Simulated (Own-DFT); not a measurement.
## Calculated data, SiC (4H silicon carbide, atoms displaced)

A calculation, not a measurement: plane-wave PBE density functional theory by an unreviewed code, no spin, of a simulated periodic cell, stress positive in tension, free energy of the whole cell less one offset for each atom, forces on such cells passed a denser k mesh, this cell's mesh not checked; offsets are fitted by least squares, one for each functional and potential file, so energies compare only between cells with the same atoms and settings and are not formation energies; the far tail of each file's local potential was reset to the Coulomb form; each entry is a single point on an unrelaxed cell, so the pressure reflects the starting lattice, mostly measured values (interpolated for alloys), from which strain is counted, and rises with the displacements; printed positions are rounded, which can move forces by about a meV/angstrom; the program, named Own-DFT, is a retired in-house code; no spin-orbit coupling. Program: Own-DFT development build.

Settings shared by all entries: functional PBE; potential files PseudoDojo norm-conserving, scalar-relativistic, standard set; wave cutoff 42 hartree; occupations Fermi-Dirac; smearing width 0.1 eV; hardware one NVIDIA H100; k mesh 5 x 5 x 3 centred on Gamma.

(1) SiC (4H silicon carbide, atoms displaced)

```
cell vectors (Å)
   6.1654     0.0000     0.0000
  -3.0827     5.3394     0.0000
   0.0000     0.0000    10.0681
atoms (fractions of the cell vectors)
Si  0.00137  0.99798  0.41142
Si  0.17991  0.33361  0.15352
C   0.98878  0.99657  0.09897
C   0.18842  0.34742  0.34587
Si  0.00278  0.50740  0.40886
Si  0.16268  0.84421  0.15721
C   0.99775  0.50302  0.08744
C   0.14987  0.81929  0.33920
Si  0.50203  0.99770  0.40184
Si  0.67187  0.35000  0.15071
C   0.48194  0.97121  0.09468
C   0.66945  0.33056  0.34653
Si  0.51186  0.50307  0.40536
Si  0.67967  0.85446  0.16085
C   0.50065  0.50685  0.09812
C   0.68174  0.85639  0.34105
Si  0.99141  0.98921  0.90760
Si  0.84807  0.67800  0.66003
C   0.01022  0.01834  0.59729
C   0.84891  0.66788  0.84865
Si  0.01341  0.48837  0.90039
Si  0.82255  0.15822  0.66134
C   0.99196  0.51534  0.60263
C   0.84332  0.15944  0.84462
Si  0.49651  0.98858  0.90437
Si  0.33474  0.67564  0.64512
C   0.50501  0.00425  0.59672
C   0.31395  0.65949  0.85311
Si  0.51289  0.50740  0.90644
Si  0.32532  0.13762  0.65717
C   0.48930  0.46904  0.59004
C   0.34786  0.17232  0.85152
```

- free energy of cell above offsets: -1.845 eV
- pressure: 5.74 GPa
- stress xx: -9.15 GPa
- stress yy: -4.02 GPa
- stress zz: -4.05 GPa
- stress yz: 0.33 GPa
- stress xz: 0.94 GPa
- stress xy: -0.77 GPa
- wall time: 125.9 s

Force:
```csv
element,x (eV/Å),y (eV/Å),z (eV/Å)
Si,0.32,1.769,-0.98
Si,-2.574,0.665,1.089
C,1.589,1.553,-1.588
C,-1.463,-1.192,-0.139
Si,0.478,-1.844,-0.023
Si,0.674,-2.273,-0.986
C,0.816,-0.304,0.747
C,0.909,2.078,1.605
Si,-1.067,0.541,0.193
Si,0.942,-2.168,0.866
C,0.079,3.438,-0.405
C,0.133,0.445,-1.012
Si,-0.11,0.274,0.146
Si,-1.576,-2.288,-0.463
C,1.037,0.843,-1.118
C,0.286,-1.837,1.863
Si,2.149,0.98,0.874
Si,-3.485,-0.288,0.405
C,-0.947,-2.262,-0.459
C,-0.916,-0.623,-0.879
Si,-4.085,-0.717,2.43
Si,1.328,2.104,-0.375
C,2.914,-1.963,-2.096
C,-1.679,-0.737,-0.078
Si,-0.063,0.612,1.55
Si,1.112,-2.94,2.205
C,0.531,-1.322,-1.785
C,5.341,1.865,-3.542
Si,-0.75,-0.267,0.294
Si,-0.746,3.711,1.598
C,-0.145,3.122,1.115
C,-1.03,-0.973,-1.051
```

(2) SiC (4H silicon carbide, atoms displaced)

```
cell vectors (Å)
   6.1654     0.0000     0.0000
  -3.0827     5.3394     0.0000
   0.0000     0.0000    10.0681
atoms (fractions of the cell vectors)
Si  0.99671  0.00324  0.40708
Si  0.17710  0.31543  0.15539
C   0.01842  0.99234  0.09412
C   0.18576  0.33762  0.34339
Si  0.01625  0.51834  0.40340
Si  0.17808  0.83075  0.15312
C   0.00438  0.49391  0.09796
C   0.16379  0.82773  0.34068
Si  0.49282  0.99794  0.40594
Si  0.68266  0.33253  0.15608
C   0.50082  0.00790  0.09519
C   0.67206  0.32410  0.34700
Si  0.50133  0.49090  0.40404
Si  0.66124  0.83135  0.15169
C   0.48698  0.51929  0.08862
C   0.66976  0.81258  0.34386
Si  0.01287  0.01731  0.90347
Si  0.82958  0.67564  0.65580
C   0.99425  0.00174  0.59843
C   0.81799  0.65535  0.83841
Si  0.98797  0.49727  0.90024
Si  0.83080  0.17684  0.66740
C   0.99072  0.50172  0.59116
C   0.83792  0.16243  0.84816
Si  0.49838  0.01232  0.89628
Si  0.33164  0.67620  0.65527
C   0.50809  0.98659  0.59168
C   0.31861  0.64075  0.83735
Si  0.51170  0.51011  0.91321
Si  0.33952  0.17124  0.65705
C   0.48373  0.47535  0.59283
C   0.33124  0.17631  0.82976
```

* free energy of cell above offsets: -2.169 eV
* pressure: 5.51 GPa
* stress xx: -2.95 GPa
* stress yy: -6.84 GPa
* stress zz: -6.73 GPa
* stress yz: 2.17 GPa
* stress xz: 0.01 GPa
* stress xy: -2.09 GPa
* wall time: 127.3 s

Force:
```csv
element,x (eV/Å),y (eV/Å),z (eV/Å)
Si,0.537,-0.234,0.294
Si,-1.961,1.413,0.647
C,-2.144,0.037,-1.283
C,-2.093,-1.002,-0.464
Si,-0.16,-3.273,0.724
Si,-0.396,-1.038,0.74
C,0.545,0.04,-1.538
C,-0.054,2.137,0.205
Si,1.866,-0.821,-0.211
Si,-1.769,0.635,0.915
C,0.981,-0.003,-1.675
C,0.088,0.767,-0.958
Si,1.155,-0.114,1.23
Si,1.177,1.288,1.327
C,2.988,-2.082,0.855
C,-1.541,2.136,-0.743
Si,0.808,-2.451,0.537
Si,-0.389,-1.593,-1.139
C,0.335,0.741,-0.534
C,1.261,2.014,1.274
Si,1.277,0.474,1.477
Si,1.19,-0.581,-3.06
C,0.57,0.759,0.569
C,-1.959,0.565,0.03
Si,0.087,-2.154,1.25
Si,0.574,-3.219,-0.432
C,-1.512,2.22,0.576
C,-0.289,2.719,1.285
Si,-1.993,-0.94,-2.693
Si,-0.49,-2.204,-2.599
C,0.158,3.827,-0.937
C,1.152,-0.061,4.329
```

(3) SiC (4H silicon carbide, atoms displaced)

```
cell vectors (Å)
   6.1654     0.0000     0.0000
  -3.0827     5.3394     0.0000
   0.0000     0.0000    10.0681
atoms (fractions of the cell vectors)
Si  0.00771  0.00822  0.40447
Si  0.16100  0.33464  0.15565
C   0.02060  0.02646  0.09952
C   0.17082  0.32359  0.33817
Si  0.01528  0.51933  0.40552
Si  0.16795  0.82719  0.15433
C   0.98833  0.49354  0.08290
C   0.16060  0.83283  0.34319
Si  0.51146  0.02006  0.40187
Si  0.66742  0.32728  0.15268
C   0.50953  0.98889  0.09252
C   0.65397  0.33908  0.33800
Si  0.49199  0.49116  0.39829
Si  0.68681  0.83483  0.15035
C   0.51538  0.51367  0.09947
C   0.67940  0.84142  0.34001
Si  0.98762  0.99876  0.90546
Si  0.84285  0.65614  0.65367
C   0.99935  0.99607  0.58764
C   0.83870  0.67730  0.84485
Si  0.99859  0.50307  0.90277
Si  0.82958  0.18558  0.65578
C   0.99928  0.50624  0.59080
C   0.84091  0.16845  0.84423
Si  0.47832  0.00064  0.91068
Si  0.34385  0.67060  0.66149
C   0.49756  0.99271  0.59515
C   0.35495  0.68058  0.85803
Si  0.49214  0.50564  0.91285
Si  0.34448  0.16880  0.65218
C   0.49464  0.51616  0.59360
C   0.33518  0.16732  0.84487
```

- free energy of cell above offsets: -2.346 eV
- pressure: 5.37 GPa
- stress xx: -3.87 GPa
- stress yy: -7.42 GPa
- stress zz: -4.83 GPa
- stress yz: -0.07 GPa
- stress xz: -0.01 GPa
- stress xy: 3.21 GPa
- wall time: 118.2 s

Force:
```csv
element,x (eV/Å),y (eV/Å),z (eV/Å)
Si,-0.801,-1.499,0.375
Si,0.889,2.527,-0.113
C,0.532,-3.623,-2.427
C,-2.082,1.968,0.727
Si,-0.441,-2.402,-0.568
Si,0.016,0.643,0.004
C,0.915,0.764,2.34
C,1.532,1.127,-0.634
Si,0.486,-2.545,0.234
Si,-0.702,-0.087,-0.1
C,-1.56,0.826,0.55
C,3,0.121,0.635
Si,-0.452,3.009,1.38
Si,-0.876,1.157,1.869
C,-0.673,-2.178,-1.202
C,-1.204,-0.335,0.144
Si,1.935,1.052,0.34
Si,-3.742,3.022,0.536
C,0.151,0.963,1.332
C,-0.161,-1.63,-0.444
Si,0.499,-0.082,-0.407
Si,2.278,-2.795,0.077
C,2.052,-0.455,0.034
C,-2.332,0.894,-0.57
Si,3.142,0.957,-0.108
Si,-1.365,0.332,0.695
C,0.064,1.623,-0.918
C,-3.083,-0.939,-2.846
Si,2.853,-1.068,-0.142
Si,-2.254,0.199,0.475
C,3.068,-2.455,-0.961
C,-1.684,0.909,-0.307
```

(4) SiC (4H silicon carbide, atoms displaced)

```
cell vectors (Å)
   6.1654     0.0000     0.0000
  -3.0827     5.3394     0.0000
   0.0000     0.0000    10.0681
atoms (fractions of the cell vectors)
Si  0.98875  0.99530  0.39774
Si  0.15432  0.30646  0.15607
C   0.99585  0.00691  0.09385
C   0.17355  0.36452  0.33692
Si  0.98755  0.48502  0.41285
Si  0.16385  0.82616  0.14605
C   0.00617  0.50120  0.09399
C   0.16944  0.83987  0.34055
Si  0.51147  0.01107  0.40715
Si  0.67634  0.33652  0.15221
C   0.48819  0.99416  0.09040
C   0.68055  0.33599  0.34382
Si  0.51651  0.50715  0.39995
Si  0.68585  0.83292  0.16597
C   0.50661  0.50963  0.09582
C   0.67665  0.84609  0.33804
Si  0.99372  0.97209  0.89763
Si  0.82099  0.65039  0.65363
C   0.00345  0.00897  0.59436
C   0.84603  0.66663  0.84310
Si  0.00992  0.51032  0.90798
Si  0.83548  0.16219  0.65980
C   0.00417  0.51744  0.60091
C   0.83202  0.17678  0.84755
Si  0.50421  0.00215  0.89989
Si  0.31926  0.65726  0.64948
C   0.49007  0.01053  0.58727
C   0.31194  0.65288  0.83918
Si  0.51844  0.50549  0.91248
Si  0.32230  0.15655  0.64992
C   0.50238  0.48652  0.59490
C   0.34277  0.17446  0.84630
```

- free energy of cell above offsets: -1.380 eV
- pressure: 6.15 GPa
- stress xx: -7.68 GPa
- stress yy: -5.34 GPa
- stress zz: -5.44 GPa
- stress yz: -2.22 GPa
- stress xz: 1.07 GPa
- stress xy: -2.15 GPa
- wall time: 128.7 s

Force:
```csv
element,x (eV/Å),y (eV/Å),z (eV/Å)
Si,2.897,2.192,1.515
Si,0.23,5.304,-0.062
C,1.52,-3.348,-1.884
C,1.839,-2.731,1.435
Si,1.109,3.53,-0.639
Si,0.043,1.039,2.399
C,-0.038,-1.057,-0.86
C,-0.062,-0.48,0.321
Si,-1.733,-1.24,-1.402
Si,-0.713,-0.976,0.008
C,2.076,0.815,0.097
C,-1.651,-0.265,-0.882
Si,-1.393,-0.572,0.639
Si,-3.276,-0.01,-3.944
C,0.472,-1.167,0.647
C,-1.011,-1.154,2.893
Si,-0.779,5.679,1.762
Si,-0.085,2.492,0.941
C,-1.335,-2.05,-1.155
C,-1.456,-1.983,-0.908
Si,-0.364,-2.246,0.565
Si,-1.579,0.992,0.087
C,-0.098,-3.402,-2.224
C,1.589,-1.518,-0.835
Si,-0.611,-0.987,0.988
Si,2.307,1.664,1.319
C,2.928,-1.808,1.064
C,3.714,2.169,-0.206
Si,-2.214,-0.449,-1.203
Si,0.398,1.291,2.021
C,-2.031,1.191,-1.565
C,-0.697,-0.917,-0.932
```

(5) SiC (4H silicon carbide, atoms displaced)

```
cell vectors (Å)
   6.1654     0.0000     0.0000
  -3.0827     5.3394     0.0000
   0.0000     0.0000    10.0681
atoms (fractions of the cell vectors)
Si  0.99706  0.98972  0.41439
Si  0.15769  0.31052  0.16513
C   0.98573  0.98674  0.08789
C   0.15704  0.33921  0.34578
Si  0.99885  0.49084  0.40190
Si  0.15403  0.82893  0.14624
C   0.99850  0.50022  0.10347
C   0.16987  0.84521  0.35471
Si  0.50307  0.01380  0.41208
Si  0.67781  0.34502  0.15033
C   0.50448  0.01178  0.10223
C   0.65588  0.33311  0.33441
Si  0.49565  0.50725  0.40972
Si  0.66070  0.81490  0.16804
C   0.50099  0.49404  0.10038
C   0.67567  0.82665  0.35037
Si  0.00307  0.00243  0.91137
Si  0.81006  0.65828  0.65622
C   0.01862  0.01090  0.58893
C   0.86279  0.67438  0.85318
Si  0.01978  0.51156  0.89843
Si  0.83930  0.16015  0.66023
C   0.02062  0.51693  0.59665
C   0.83902  0.15487  0.84890
Si  0.49386  0.00959  0.90850
Si  0.32133  0.66586  0.66237
C   0.51595  0.00680  0.59646
C   0.31273  0.64777  0.84913
Si  0.48692  0.48475  0.90492
Si  0.32345  0.16019  0.64929
C   0.50463  0.49127  0.59047
C   0.32043  0.17543  0.83728
```

* free energy of cell above offsets: -0.825 eV
* pressure: 6.97 GPa
* stress xx: -9.23 GPa
* stress yy: -4.9 GPa
* stress zz: -6.78 GPa
* stress yz: -0.87 GPa
* stress xz: -0.52 GPa
* stress xy: -1.73 GPa
* wall time: 131.5 s

Force:
```csv
element,x (eV/Å),y (eV/Å),z (eV/Å)
Si,-0.065,1.411,-2.107
Si,-0.383,1.639,-1.424
C,0.013,0.665,2.49
C,2.503,-1.964,0.504
Si,-2.627,2.33,1.27
Si,1.748,1.097,2.913
C,2.143,-0.433,-2.448
C,0.814,-1.512,-1.916
Si,0.558,-0.915,-1.546
Si,-0.776,-1.583,1.381
C,-0.028,-1.823,-1.577
C,0.773,0.608,2.453
Si,0.665,-1.583,-1.34
Si,-1.041,1.616,-1.864
C,-1.667,-0.482,-1.538
C,-1.763,1.244,0.205
Si,-0.322,-0.761,-1.259
Si,4.29,1.605,1.006
C,-3.14,-2.247,1.881
C,-4.109,-0.653,-2.198
Si,-3.88,-4.632,3.805
Si,0.311,1.737,-0.037
C,-3.261,-2.741,-1.053
C,-2.204,1.086,-0.764
Si,1.258,-0.75,0.343
Si,2.676,1.042,-0.519
C,-1.02,-0.647,0.678
C,5.383,4.26,-1.754
Si,1.212,2.666,1.564
Si,2.662,1.053,1.381
C,-2.579,0.172,0.99
C,1.853,-1.503,0.475
```

(6) SiC (4H silicon carbide, atoms displaced)

```
cell vectors (Å)
   6.1654     0.0000     0.0000
  -3.0827     5.3394     0.0000
   0.0000     0.0000    10.0681
atoms (fractions of the cell vectors)
Si  0.00332  0.00361  0.40429
Si  0.15024  0.31547  0.16133
C   0.99438  0.99963  0.10084
C   0.16322  0.32395  0.35262
Si  0.00815  0.50723  0.40358
Si  0.17685  0.82371  0.16639
C   0.01756  0.50760  0.09077
C   0.16950  0.81985  0.34901
Si  0.51229  0.01157  0.40444
Si  0.69388  0.35356  0.14957
C   0.49706  0.97904  0.08849
C   0.66010  0.33116  0.33423
Si  0.49306  0.51433  0.39786
Si  0.67878  0.85259  0.16432
C   0.50139  0.51017  0.08824
C   0.66904  0.82983  0.34668
Si  0.01284  0.00330  0.90574
Si  0.83262  0.66335  0.66034
C   0.00740  0.00397  0.59091
C   0.84961  0.66860  0.84785
Si  0.98631  0.50247  0.91527
Si  0.85137  0.15627  0.64998
C   0.00231  0.51639  0.59158
C   0.84595  0.15416  0.84516
Si  0.48700  0.00131  0.91180
Si  0.34300  0.66858  0.65283
C   0.49185  0.00225  0.59617
C   0.30920  0.66680  0.84567
Si  0.50469  0.51332  0.89431
Si  0.33083  0.17375  0.65305
C   0.51019  0.50594  0.58797
C   0.31787  0.16032  0.84632
```

- free energy of cell above offsets: -1.553 eV
- pressure: 5.58 GPa
- stress xx: -5.48 GPa
- stress yy: -6.14 GPa
- stress zz: -5.11 GPa
- stress yz: 1.77 GPa
- stress xz: -0.06 GPa
- stress xy: -0.29 GPa
- wall time: 125.1 s

Force:
```csv
element,x (eV/Å),y (eV/Å),z (eV/Å)
Si,0.887,-2.002,0.988
Si,2.35,2.455,-0.966
C,2.172,-0.891,-0.779
C,-0.873,1.372,-1.836
Si,-1.531,-2.338,1.717
Si,-1.031,1.551,-1.597
C,-0.505,-0.665,2.11
C,-0.202,2.706,-0.837
Si,-0.753,-0.593,1.068
Si,-3.133,-1.724,-0.136
C,-0.831,2.757,2.267
C,0.626,1.315,1.006
Si,2.498,-2.529,1.228
Si,-0.359,-3.006,-2.193
C,0.778,-0.608,0.997
C,-0.46,2.344,-0.213
Si,-2.279,-1.105,2.05
Si,0.866,0.717,-0.693
C,0.744,-1.574,-0.638
C,-3.056,0.379,-1.129
Si,3.287,-2.257,-2.58
Si,-4.131,2.479,1.852
C,1.631,-2.116,-0.29
C,-2.95,1.152,-0.172
Si,2.074,-0.73,-2.431
Si,-2.187,0.4,0.929
C,2.081,0.536,-0.989
C,2.287,0.37,-1.136
Si,-1.364,-0.456,2.411
Si,1.237,-0.403,0.781
C,-0.699,-0.142,0.598
C,2.826,2.605,-1.388
```

(7) SiC (4H silicon carbide, atoms displaced)

```
cell vectors (Å)
   6.1654     0.0000     0.0000
  -3.0827     5.3394     0.0000
   0.0000     0.0000    10.0681
atoms (fractions of the cell vectors)
Si  0.01906  0.01289  0.40130
Si  0.16734  0.36027  0.16659
C   0.99222  0.00959  0.10468
C   0.17590  0.32786  0.33939
Si  0.00910  0.50884  0.40030
Si  0.17772  0.84109  0.14671
C   0.99459  0.48092  0.09243
C   0.16170  0.83519  0.34525
Si  0.49520  0.99637  0.39712
Si  0.64489  0.32751  0.16090
C   0.47852  0.98822  0.10360
C   0.65601  0.30264  0.35062
Si  0.49449  0.49419  0.40887
Si  0.67312  0.83062  0.15810
C   0.49981  0.49464  0.09359
C   0.66065  0.85470  0.34099
Si  0.99797  0.99818  0.91261
Si  0.82204  0.68444  0.66352
C   0.99775  0.99601  0.59226
C   0.83235  0.65725  0.83997
Si  0.99382  0.50933  0.90352
Si  0.84057  0.13970  0.66030
C   0.00448  0.50538  0.58870
C   0.82857  0.16787  0.83730
Si  0.50513  0.00247  0.90803
Si  0.34583  0.66695  0.65278
C   0.49969  0.98867  0.59011
C   0.32373  0.66296  0.83605
Si  0.47763  0.49361  0.90519
Si  0.32855  0.16807  0.66657
C   0.51821  0.49502  0.59327
C   0.33684  0.20169  0.85225
```

* free energy of cell above offsets: 0.356 eV
* pressure: 7.47 GPa
* stress xx: -6.58 GPa
* stress yy: -9.16 GPa
* stress zz: -6.67 GPa
* stress yz: 0.86 GPa
* stress xz: 0.22 GPa
* stress xy: -0.12 GPa
* wall time: 126.3 s

Force:
```csv
element,x (eV/Å),y (eV/Å),z (eV/Å)
Si,-2.539,-1.92,0.963
Si,2.691,-2.857,-2.6
C,1.952,0.216,-1.964
C,-1.05,1.979,2.14
Si,-0.85,-1.715,2.166
Si,-5.097,-2.83,2.757
C,-3.139,2.658,-0.554
C,0.649,-0.437,-1.978
Si,-1.237,-1.739,3.703
Si,2.331,-0.621,0.3
C,4.78,2.365,-3.383
C,-0.73,5.991,-2.202
Si,1.741,1.192,-0.395
Si,-1.78,-0.233,0.256
C,-1.581,1.342,0.029
C,4.032,-3.26,0.298
Si,-0.871,0.66,0.053
Si,4.219,-2.354,-2.405
C,2.044,0.538,-0.46
C,-2.453,2.012,2.17
Si,1.962,-2.134,-0.065
Si,-4.287,3.921,-2.453
C,0.421,-0.732,0.972
C,0.715,-0.423,2.685
Si,-1.074,-0.065,-0.235
Si,-2.002,-0.833,-1.261
C,-0.096,1.152,0.793
C,0.085,1.257,1.947
Si,1.305,5.283,1.967
Si,1.799,-0.555,-1.777
C,-2.826,-0.413,0.234
C,0.887,-7.447,-1.703
```

(8) SiC (4H silicon carbide, atoms displaced)

```
cell vectors (Å)
   6.1654     0.0000     0.0000
  -3.0827     5.3394     0.0000
   0.0000     0.0000    10.0681
atoms (fractions of the cell vectors)
Si  0.99461  0.99963  0.40456
Si  0.17041  0.34579  0.15741
C   0.99680  0.00869  0.09040
C   0.17636  0.33086  0.34022
Si  0.99273  0.50526  0.40066
Si  0.16575  0.82470  0.15255
C   0.00109  0.49187  0.08378
C   0.18067  0.83966  0.34184
Si  0.49715  0.99528  0.40110
Si  0.65569  0.31550  0.15273
C   0.52184  0.00742  0.09248
C   0.67195  0.32629  0.34298
Si  0.49858  0.51094  0.39963
Si  0.63423  0.79530  0.15212
C   0.49239  0.48983  0.09239
C   0.65556  0.82165  0.34891
Si  0.99752  0.99092  0.90001
Si  0.82498  0.66064  0.65371
C   0.99831  0.99062  0.58669
C   0.85714  0.66595  0.85449
Si  0.98405  0.48459  0.90910
Si  0.85258  0.19111  0.66172
C   0.00168  0.50487  0.59193
C   0.82699  0.15968  0.83780
Si  0.50992  0.99549  0.89656
Si  0.33423  0.67330  0.65522
C   0.49270  0.99981  0.59772
C   0.33766  0.67847  0.85497
Si  0.49774  0.47442  0.90471
Si  0.34155  0.16397  0.64581
C   0.51341  0.52227  0.60054
C   0.32006  0.16421  0.84963
```

* free energy of cell above offsets: -1.281 eV
* pressure: 6.44 GPa
* stress xx: -4.68 GPa
* stress yy: -10.3 GPa
* stress zz: -4.32 GPa
* stress yz: -0.69 GPa
* stress xz: -0.79 GPa
* stress xy: -0.54 GPa
* wall time: 123.3 s

Force:
```csv
element,x (eV/Å),y (eV/Å),z (eV/Å)
Si,0.784,-0.19,-0.912
Si,-0.217,-2.841,-1.049
C,0.427,-1.671,0.672
C,-2.016,0.416,0.909
Si,2.12,-0.255,0.724
Si,-0.743,1.616,-1.111
C,-1.161,0.472,3.314
C,-2.27,-1.186,-0.595
Si,0.686,0.731,1.783
Si,0.94,2.133,0.917
C,-1.782,-2.901,-1.09
C,-1.609,0.673,-0.437
Si,1.51,-2.705,2.323
Si,2.281,5.118,0.808
C,0.84,-1.929,-0.568
C,0.582,2.061,-2.157
Si,-0.745,0.739,2.275
Si,2.156,1.594,1.537
C,-0.346,1.593,1.489
C,-3.82,-0.974,-2.883
Si,3.326,0.673,-1.192
Si,-0.402,-2.872,-2.766
C,0.053,0.364,-0.531
C,1.364,0.73,1
Si,-2.259,0.996,2.305
Si,-0.092,0.004,1.686
C,2.605,0.502,-1.742
C,0.645,-3.795,-2.285
Si,-1.101,3.815,0.362
Si,-2.591,1.353,1.953
C,-1.544,-2.975,-2.068
C,2.379,-1.288,-2.671
```
